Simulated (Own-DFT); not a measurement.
Simulation results for GaP (zincblende, strained, atoms displaced)

All values are calculated (Own-DFT development build). A calculation, not a measurement: plane-wave PBE density functional theory by an unreviewed code, no spin, of a simulated periodic cell, stress positive in tension, free energy of the whole cell less one offset for each atom, forces on such cells passed a denser k mesh, this cell's mesh not checked; offsets are fitted by least squares, one for each functional and potential file, so energies compare only between cells with the same atoms and settings and are not formation energies; the far tail of each file's local potential was reset to the Coulomb form; each entry is a single point on an unrelaxed cell, so the pressure reflects the starting lattice, mostly measured values (interpolated for alloys), from which strain is counted, and rises with the displacements; printed positions are rounded, which can move forces by about a meV/angstrom; the program, named Own-DFT, is a retired in-house code; no spin-orbit coupling; before rounding, a Quantum ESPRESSO 7.3.1 run of the same cell and cutoff gave forces within 1 meV/angstrom rms on each cell, which checks the program and not the settings.

Settings shared by all entries: functional PBE; potential files PseudoDojo norm-conserving, scalar-relativistic, standard set; wave cutoff 42 hartree; occupations Fermi-Dirac; smearing width 0.1 eV; k mesh 3 x 3 x 3 centred on Gamma.

(1) GaP (zincblende, strained, atoms displaced)

```xyz
64
Lattice="10.8620 0.0000 0.0000 0.0000 10.8620 0.0000 0.0000 0.0000 10.9439" Properties=species:S:1:pos:R:3 GaP
Ga     0.0093     0.0047    10.9157
Ga     0.0123     2.7473     2.7876
Ga     2.7030     0.0224     2.7548
Ga     2.7539     2.7172     0.0287
P      1.3712     1.3810     1.3594
P      1.3908     4.0762     4.0495
P      4.0882     1.2970     4.0950
P      4.1086     4.0796     1.4435
Ga     0.0163    10.8466     5.4925
Ga     0.0924     2.6492     8.1770
Ga     2.7370     0.0219     8.2140
Ga     2.7126     2.6954     5.5036
P      1.3499     1.3613     6.7791
P      1.3771     4.0203     9.5262
P      4.0913     1.3686     9.5770
P      4.0589     4.0865     6.8569
Ga    10.8545     5.4172    10.9259
Ga    10.8204     8.1177     2.7260
Ga     2.7448     5.4470     2.7269
Ga     2.7016     8.1561    10.9181
P      1.3363     6.8045     1.3834
P      1.3970     9.4779     4.0339
P      4.0491     6.8494     4.1329
P      4.0642     9.5531     1.3786
Ga     0.0039     5.3582     5.4499
Ga    10.8152     8.1629     8.1852
Ga     2.7501     5.4640     8.2665
Ga     2.7111     8.1731     5.4796
P      1.3137     6.7642     6.8219
P      1.3582     9.5367     9.5736
P      4.0921     6.8079     9.5913
P      4.0303     9.5304     6.8089
Ga     5.4325    10.8337     0.0185
Ga     5.5064     2.7020     2.7506
Ga     8.1427    10.8218     2.7441
Ga     8.1721     2.7531     0.0086
P      6.7871     1.3297     1.3675
P      6.7625     4.0764     4.0791
P      9.5289     1.3329     4.1022
P      9.5286     4.0577     1.3687
Ga     5.4461    10.7979     5.3756
Ga     5.4560     2.7077     8.1943
Ga     8.1342    10.8105     8.1688
Ga     8.1636     2.7014     5.4457
P      6.7910     1.4124     6.8466
P      6.7771     4.0403     9.6482
P      9.4865     1.4134     9.6083
P      9.4766     4.0550     6.8490
Ga     5.3928     5.4490     0.0320
Ga     5.4413     8.1429     2.7242
Ga     8.1598     5.4400     2.7313
Ga     8.1724     8.1666     0.0032
P      6.8510     6.8198     1.3660
P      6.7694     9.5058     4.0527
P      9.4800     6.8340     4.1167
P      9.5066     9.5383     1.3945
Ga     5.4612     5.4552     5.4825
Ga     5.5048     8.1603     8.2441
Ga     8.1096     5.4431     8.2263
Ga     8.1523     8.1159     5.4500
P      6.8314     6.8237     6.8506
P      6.8113     9.5564     9.5747
P      9.4928     6.7946     9.5667
P      9.4651     9.5137     6.8093
```

* free energy of cell above offsets: -35.180 eV
* pressure: 3.07 GPa
* stress xx: -3.26 GPa
* stress yy: -3.25 GPa
* stress zz: -2.71 GPa
* stress yz: -0.37 GPa
* stress xz: 0.45 GPa
* stress xy: -0.08 GPa

Force:
```tsv
element	x (eV/Å)	y (eV/Å)	z (eV/Å)
Ga	-0.193	0.384	0.362
Ga	-0.047	-0.52	-0.593
Ga	-0.018	0.114	-0.465
Ga	-0.027	0.203	-0.082
P	-0.242	-0.093	0.217
P	0.179	0.012	0.691
P	-0.043	0.953	0.088
P	-0.082	-0.163	-0.49
Ga	0.037	-0.349	-0.676
Ga	-1.116	0.423	0.147
Ga	-0.172	0.145	-0.133
Ga	0.45	0.273	-0.673
P	0.392	-0.585	0.494
P	0.181	0.539	0.674
P	0.127	-0.077	0.087
P	0.3	0.099	-0.053
Ga	0.303	-0.067	-0.135
Ga	0.202	0.402	0.04
Ga	-0.088	0.364	0.134
Ga	0.059	0.199	0.444
P	0.216	-0.32	-0.443
P	-0.718	0.074	0.651
P	0.487	-0.558	-0.219
P	-0.091	-0.689	-0.112
Ga	-0.255	0.341	0.053
Ga	0.362	-0.063	0.035
Ga	-0.465	-0.132	-0.563
Ga	-0.5	-0.205	0.146
P	0.398	0.195	0.203
P	-0.141	-0.344	-0.439
P	0.127	0.207	0.008
P	0.854	-0.26	0.492
Ga	-0.134	0.397	-0.2
Ga	-0.674	-0.405	-0.052
Ga	0.073	0.613	-0.067
Ga	-0.26	-0.406	0.426
P	0.438	0.218	-0.118
P	0.652	0.254	0.436
P	-0.178	0.018	-0.011
P	-0.068	0.315	0.296
Ga	-0.092	0.631	1.127
Ga	-0.295	0.306	0.285
Ga	0.144	1.172	0.236
Ga	-0.102	0.162	0.018
P	-0.018	-1.03	-0.619
P	-0.243	0.629	-0.596
P	0.323	-0.755	-0.77
P	0.342	-0.047	0.136
Ga	0.487	-0.064	0.187
Ga	-0.314	-0.044	-0.268
Ga	0.061	-0.104	0.028
Ga	0.072	0.219	-0.093
P	-0.651	-0.231	-0.098
P	0.581	-0.622	0.388
P	0.461	-0.965	-0.114
P	0.24	-0.29	-0.469
Ga	-0.418	0.008	-0.023
Ga	-0.701	0.283	-0.417
Ga	0.178	-0.442	0.159
Ga	-0.357	0.675	-0.014
P	-0.405	-0.294	-0.055
P	-0.025	-0.5	0.323
P	0.068	-0.012	0.109
P	0.34	-0.192	-0.061
```

(2) GaP (zincblende, strained, atoms displaced)

```xyz
64
Lattice="10.8620 0.0000 0.0000 0.0000 10.8620 0.0000 0.0000 0.0000 10.9439" Properties=species:S:1:pos:R:3 GaP
Ga    10.8402    10.8068     0.0164
Ga     0.0067     2.7010     2.7688
Ga     2.6956    10.8556     2.7669
Ga     2.7685     2.7378     0.0120
P      1.3375     1.3972     1.3458
P      1.3749     4.0378     4.1212
P      4.1210     1.3299     4.0962
P      4.0611     4.0924     1.3591
Ga    10.8464    10.8491     5.4759
Ga     0.0319     2.6740     8.1661
Ga     2.7036     0.0094     8.0938
Ga     2.6958     2.6882     5.4970
P      1.3287     1.3669     6.8288
P      1.3585     4.0548     9.6155
P      4.0966     1.3614     9.5668
P      4.1222     4.0628     6.8148
Ga    10.8515     5.4178     0.0171
Ga    10.8603     8.1146     2.7014
Ga     2.6657     5.4449     2.7523
Ga     2.6980     8.1517    10.9258
P      1.3681     6.7722     1.3717
P      1.3231     9.5126     4.1783
P      4.0520     6.7504     4.1205
P      4.0734     9.5390     1.4215
Ga    10.8426     5.4349     5.4608
Ga    10.8418     8.1208     8.1829
Ga     2.7082     5.4552     8.2380
Ga     2.7353     8.1738     5.4796
P      1.2874     6.7923     6.8609
P      1.3464     9.4745     9.6022
P      4.0433     6.7649     9.5467
P      4.0759     9.4958     6.9093
Ga     5.4422    10.8608     0.0525
Ga     5.4527     2.7110     2.7143
Ga     8.0968    10.8174     2.6660
Ga     8.1464     2.6805    10.9276
P      6.7760     1.3782     1.3469
P      6.7616     4.1125     4.1130
P      9.5407     1.3577     4.1268
P      9.5059     4.0798     1.3904
Ga     5.4142     0.0345     5.4970
Ga     5.4223     2.7286     8.2159
Ga     8.1069     0.0058     8.1925
Ga     8.1153     2.7071     5.4726
P      6.7676     1.3213     6.8540
P      6.7854     4.0573     9.5717
P      9.5269     1.3290     9.5502
P      9.5345     4.0461     6.8112
Ga     5.4494     5.4357    10.8816
Ga     5.3848     8.1484     2.7489
Ga     8.1448     5.4027     2.7381
Ga     8.1375     8.1969    10.9149
P      6.7660     6.7673     1.4013
P      6.8123     9.4952     4.1236
P      9.5165     6.7996     4.1153
P      9.5135     9.5165     1.3789
Ga     5.4462     5.3973     5.4669
Ga     5.3892     8.1740     8.1925
Ga     8.1434     5.4490     8.1676
Ga     8.1174     8.1473     5.4894
P      6.7564     6.7530     6.8479
P      6.7958     9.5168     9.5293
P      9.5110     6.7808     9.5992
P      9.5203     9.5003     6.8815
```

- free energy of cell above offsets: -35.206 eV
- pressure: 3.09 GPa
- stress xx: -3.3 GPa
- stress yy: -3.29 GPa
- stress zz: -2.69 GPa
- stress yz: 0.25 GPa
- stress xz: -0.04 GPa
- stress xy: 0.51 GPa

Force:
```tsv
element	x (eV/Å)	y (eV/Å)	z (eV/Å)
Ga	0.38	0.6	-0.2
Ga	-0.028	0.151	-0.233
Ga	-0.372	0.315	-0.021
Ga	-0.294	-0.343	-0.17
P	0.264	-0.519	0.147
P	-0.188	0.363	0.034
P	-0.603	0.421	0.046
P	0.356	0.239	0.273
Ga	-0.262	0.107	0.291
Ga	-0.319	0.613	0.732
Ga	-0.193	0.119	1.487
Ga	0.644	0.106	-0.294
P	0.262	-0.408	-0.362
P	-0.014	-0.002	-0.465
P	-0.378	-0.365	-0.012
P	-0.838	0.064	0.386
Ga	0.042	-0.016	-0.066
Ga	0.109	0.265	0.487
Ga	0.368	-0.411	0.026
Ga	0.445	-0.042	0.361
P	-0.128	0.213	-0.229
P	0.321	-0.32	-0.884
P	0.048	0.347	0.092
P	-0.299	-0.448	-0.542
Ga	0.265	-0.184	-0.079
Ga	0.002	0.182	0.743
Ga	-0.378	-0.601	-0.619
Ga	-0.253	-0.451	0.284
P	0.946	-0.198	-0.424
P	0.051	0.397	-0.753
P	0.439	0.619	0.413
P	-0.04	0.218	-1.263
Ga	-0.196	-0.096	-0.669
Ga	-0.322	0.376	0.186
Ga	0.407	0.566	0.778
Ga	0.389	0.337	-0.084
P	0.298	-0.16	0.168
P	0.423	-0.746	-0.291
P	-0.914	-0.294	-0.409
P	-0.1	-0.455	-0.111
Ga	0.179	-0.702	-0.115
Ga	0.156	-0.186	-0.037
Ga	0.595	0.003	0.047
Ga	0.128	-0.067	-0.061
P	0.08	0.679	-0.081
P	0.41	0.099	-0.227
P	-0.201	0.024	0.102
P	-0.424	0.113	0.268
Ga	-0.17	0.006	0.529
Ga	0.344	-0.196	0.241
Ga	0.096	0.394	0.133
Ga	-0.056	-0.567	0.342
P	0.128	0.436	-0.507
P	-0.608	0.132	-0.105
P	-0.388	-0.085	-0.205
P	-0.238	-0.451	-0.087
Ga	-0.331	0.419	0.039
Ga	0.502	-0.682	0.514
Ga	0.337	-0.427	0.446
Ga	0.4	-0.135	0.178
P	-0.026	0.579	-0.149
P	-0.487	-0.075	0.56
P	-0.274	0.036	-0.206
P	-0.493	0.094	-0.374
```

(3) GaP (zincblende, strained, atoms displaced)

```xyz
64
Lattice="10.8620 0.0000 0.0000 0.0000 10.8620 0.0000 0.0000 0.0000 10.9439" Properties=species:S:1:pos:R:3 GaP
Ga    10.8443    10.8280    10.9049
Ga    10.8264     2.7201     2.7009
Ga     2.7279    10.8193     2.7474
Ga     2.7471     2.6783    10.9325
P      1.3414     1.3009     1.3295
P      1.3714     4.0652     4.0845
P      4.0384     1.3742     4.1012
P      4.0566     4.0781     1.3307
Ga     0.0152    10.8475     5.4489
Ga     0.0612     2.7053     8.1853
Ga     2.6775     0.0168     8.1959
Ga     2.7179     2.7386     5.4744
P      1.3726     1.4707     6.8414
P      1.3911     4.0838     9.5657
P      4.0450     1.3354     9.5764
P      4.0399     4.0618     6.8559
Ga    10.8277     5.4256     0.0001
Ga    10.8478     8.1549     2.6926
Ga     2.7002     5.4402     2.7362
Ga     2.7154     8.1583     0.0221
P      1.3958     6.7973     1.3399
P      1.3588     9.5485     4.0935
P      4.0501     6.7772     4.1035
P      4.0660     9.5367     1.3643
Ga     0.0251     5.4656     5.4985
Ga    10.8244     8.1994     8.2004
Ga     2.6912     5.4908     8.2401
Ga     2.6902     8.1498     5.4903
P      1.3667     6.7667     6.8568
P      1.3660     9.4927     9.5852
P      4.0334     6.7912     9.5332
P      4.0740     9.5081     6.8166
Ga     5.4600    10.8309    10.9369
Ga     5.4328     2.7704     2.7246
Ga     8.1441     0.0123     2.7194
Ga     8.1204     2.7646    10.9428
P      6.7961     1.3399     1.3510
P      6.7689     4.0578     4.1588
P      9.5136     1.3420     4.1832
P      9.5361     4.0693     1.4393
Ga     5.4071    10.8231     5.4691
Ga     5.4161     2.6504     8.2555
Ga     8.1590    10.8265     8.2043
Ga     8.1459     2.7151     5.4804
P      6.8187     1.3867     6.8449
P      6.8176     4.0740     9.5842
P      9.4812     1.3727     9.5597
P      9.5145     4.0667     6.8308
Ga     5.4375     5.4622     0.0579
Ga     5.3969     8.1781     2.7555
Ga     8.1939     5.4017     2.7429
Ga     8.1608     8.1411    10.8962
P      6.8063     6.8051     1.3740
P      6.8534     9.4943     4.1463
P      9.5119     6.8272     4.1120
P      9.4752     9.5023     1.3758
Ga     5.4366     5.3836     5.4733
Ga     5.4567     8.1391     8.2128
Ga     8.1611     5.4251     8.2130
Ga     8.1712     8.1353     5.4957
P      6.8159     6.7354     6.8875
P      6.7870     9.4908     9.5482
P      9.5482     6.7461     9.5612
P      9.5613     9.4855     6.8488
```

* free energy of cell above offsets: -35.207 eV
* pressure: 3.09 GPa
* stress xx: -3.28 GPa
* stress yy: -3.25 GPa
* stress zz: -2.73 GPa
* stress yz: 0.19 GPa
* stress xz: -0.02 GPa
* stress xy: 0.14 GPa

Force:
```tsv
element	x (eV/Å)	y (eV/Å)	z (eV/Å)
Ga	-0.248	0.243	0.098
Ga	0.797	-0.822	0.734
Ga	-0.153	0.78	-0.162
Ga	-0.534	0.179	0.139
P	0.092	0.36	0.337
P	-0.394	0.126	0.054
P	0.471	-0.137	-0.116
P	0.037	0.056	0.378
Ga	0.329	0.42	0.651
Ga	-0.833	0.54	0.594
Ga	0.092	-0.047	-0.218
Ga	0.154	0.163	-0.297
P	0.019	-1.564	-0.461
P	-0.337	-0.153	0.406
P	0.396	-0.446	0.136
P	0.382	0.198	0.377
Ga	0.703	-0.25	0.184
Ga	0.305	-0.016	0.248
Ga	0.123	-0.187	-0.103
Ga	0.279	-0.022	-0.367
P	-0.63	-0.129	0.233
P	-0.093	-0.839	0.007
P	0.26	0.112	0.202
P	0.271	-0.367	-0.045
Ga	-0.201	-0.402	-0.44
Ga	0.833	-0.84	0.36
Ga	0.141	-0.755	-0.438
Ga	0.038	-0.063	-0.22
P	-0.299	0.749	0.065
P	-0.098	0.029	-0.254
P	0.756	0.377	0.848
P	-0.176	-0.179	0.519
Ga	-0.239	0.291	-0.113
Ga	-0.157	-0.513	0.014
Ga	0.151	0.08	0.476
Ga	0.484	-0.403	0.251
P	-0.156	0.429	0.175
P	0.54	0.083	-0.773
P	-0.229	0.225	-1.025
P	-0.532	0.125	-1.088
Ga	0.429	0.683	-0.156
Ga	0.18	0.589	-0.366
Ga	0.019	0.422	-0.214
Ga	0.127	0.077	0.146
P	-0.467	-0.693	0.054
P	-0.724	0.299	-0.037
P	0.297	0.019	0.091
P	0.135	0.126	0.097
Ga	-0.039	-0.071	-0.732
Ga	0.429	-0.167	0.094
Ga	-0.616	0.428	0.47
Ga	0.025	-0.2	0.21
P	0.051	0.086	0.272
P	-0.646	0.107	-0.375
P	0.214	-0.396	-0.094
P	0.128	0.023	-0.432
Ga	-0.399	0.458	0.411
Ga	-0.395	-0.144	-0.299
Ga	0.265	-0.407	0.073
Ga	-0.103	-0.199	0.291
P	-0.296	0.484	-0.616
P	0.148	-0.004	0.178
P	-0.436	0.561	-0.044
P	-0.664	0.489	-0.386
```

(4) GaP (zincblende, strained, atoms displaced)

```xyz
64
Lattice="10.8620 0.0000 0.0000 0.0000 10.8620 0.0000 0.0000 0.0000 10.9439" Properties=species:S:1:pos:R:3 GaP
Ga    10.8558    10.8076    10.9321
Ga    10.8133     2.7535     2.6898
Ga     2.7498    10.8088     2.6943
Ga     2.7248     2.7027    10.9418
P      1.3174     1.3744     1.4050
P      1.3646     4.0790     4.0892
P      4.1278     1.3129     4.1492
P      4.0547     4.0702     1.3720
Ga    10.8164     0.0240     5.5090
Ga    10.8307     2.7696     8.2204
Ga     2.6961     0.0177     8.1749
Ga     2.7057     2.6920     5.4732
P      1.3259     1.3690     6.8303
P      1.3137     4.0925     9.5827
P      4.0385     1.4001     9.5138
P      4.0439     4.0905     6.8120
Ga     0.0434     5.4719    10.9303
Ga    10.8048     8.1315     2.7499
Ga     2.7618     5.4191     2.6873
Ga     2.6969     8.1962    10.9248
P      1.3690     6.8149     1.3861
P      1.4080     9.5368     4.0948
P      4.0282     6.8159     4.1875
P      4.0314     9.5269     1.3460
Ga    10.8475     5.4628     5.4838
Ga    10.8300     8.0710     8.1758
Ga     2.7072     5.4719     8.2216
Ga     2.6954     8.1520     5.4233
P      1.2793     6.7906     6.8063
P      1.3444     9.4713     9.5951
P      4.0694     6.7974     9.5562
P      4.1407     9.5264     6.7716
Ga     5.4103    10.8410    10.8931
Ga     5.5146     2.7342     2.7959
Ga     8.1056    10.8577     2.7922
Ga     8.1630     2.7272    10.9293
P      6.7648     1.3713     1.4190
P      6.7565     4.1276     4.1119
P      9.5257     1.3477     4.1488
P      9.4848     4.0231     1.4170
Ga     5.4269     0.0294     5.4647
Ga     5.4346     2.6911     8.2240
Ga     8.1426    10.8511     8.2271
Ga     8.1257     2.7736     5.4696
P      6.7770     1.3753     6.8161
P      6.8027     4.0731     9.5344
P      9.4624     1.3391     9.5498
P      9.5232     4.1021     6.8239
Ga     5.4532     5.4269     0.0549
Ga     5.3945     8.1384     2.7412
Ga     8.1958     5.4139     2.7341
Ga     8.1310     8.2219    10.9421
P      6.8034     6.7409     1.4522
P      6.8367     9.4980     4.1417
P      9.5484     6.7701     4.1049
P      9.5149     9.5112     1.3993
Ga     5.4647     5.3917     5.4537
Ga     5.4096     8.1262     8.2036
Ga     8.1790     5.4752     8.2621
Ga     8.1569     8.1708     5.4153
P      6.7711     6.8142     6.8282
P      6.7793     9.5112     9.5513
P      9.5313     6.8206     9.5849
P      9.5575     9.5991     6.8721
```

- free energy of cell above offsets: -34.705 eV
- pressure: 3.23 GPa
- stress xx: -3.4 GPa
- stress yy: -3.42 GPa
- stress zz: -2.86 GPa
- stress yz: 0.02 GPa
- stress xz: 0.14 GPa
- stress xy: 0.27 GPa

Force:
```tsv
element	x (eV/Å)	y (eV/Å)	z (eV/Å)
Ga	0.001	0.647	0.13
Ga	0.65	-0.607	1.156
Ga	-0.352	1.091	0.544
Ga	-0.498	0.076	0.107
P	0.414	-0.385	-0.524
P	-0.115	0.041	-0.081
P	-0.726	0.68	-0.978
P	0.686	-0.483	-0.032
Ga	0.978	0.001	-0.53
Ga	0.067	-0.531	-0.17
Ga	0.023	-0.455	-0.145
Ga	0.023	0.053	-0.199
P	0.014	0.24	0.316
P	0.642	-0.126	-0.012
P	0.141	-0.564	0.62
P	0.241	-0.156	0.431
Ga	-0.409	-0.197	0.612
Ga	0.913	0.337	0.007
Ga	-0.454	0.407	0.741
Ga	0.147	-0.646	0.152
P	0.019	0.007	-0.097
P	-1.055	-0.121	0.027
P	0.699	-0.761	-1.066
P	0.895	-0.531	-0.296
Ga	0.309	-0.725	-0.416
Ga	0.219	1.016	0.106
Ga	-0.296	-0.289	-0.411
Ga	-0.261	0.389	0.902
P	1.161	0.206	0.223
P	-0.081	0.235	-0.923
P	0.083	0.02	0.683
P	-0.956	-0.397	0.775
Ga	-0.09	0.637	0.327
Ga	-1.082	-0.206	-0.265
Ga	0.527	0.289	-0.288
Ga	-0.403	-0.298	0.153
P	0.269	-0.295	-0.788
P	1.009	-0.231	-0.23
P	-0.55	0.558	-0.547
P	-0.003	0.988	-1.225
Ga	0.807	-0.338	0.116
Ga	-0.068	0.528	-0.648
Ga	-0.317	0.36	-0.505
Ga	0.193	-0.333	0.028
P	0.282	-0.088	0.328
P	-0.132	0.149	0.592
P	0.572	0.209	0.449
P	-0.499	0.146	0.243
Ga	-0.071	-0.075	-0.506
Ga	0.075	0.126	0.363
Ga	-0.14	0.005	0.42
Ga	0.037	-0.646	0.395
P	0.005	0.785	-0.781
P	-1.071	0.114	-0.531
P	-0.666	0.107	0.073
P	-0.489	0.176	-0.031
Ga	-0.738	0.784	0.641
Ga	0.037	0.288	-0.294
Ga	-0.225	-0.079	-0.71
Ga	0.535	-0.247	0.986
P	0.575	-0.25	0.023
P	-0.177	-0.192	0.031
P	-0.553	-0.042	0.551
P	-0.77	-1.403	-0.025
```
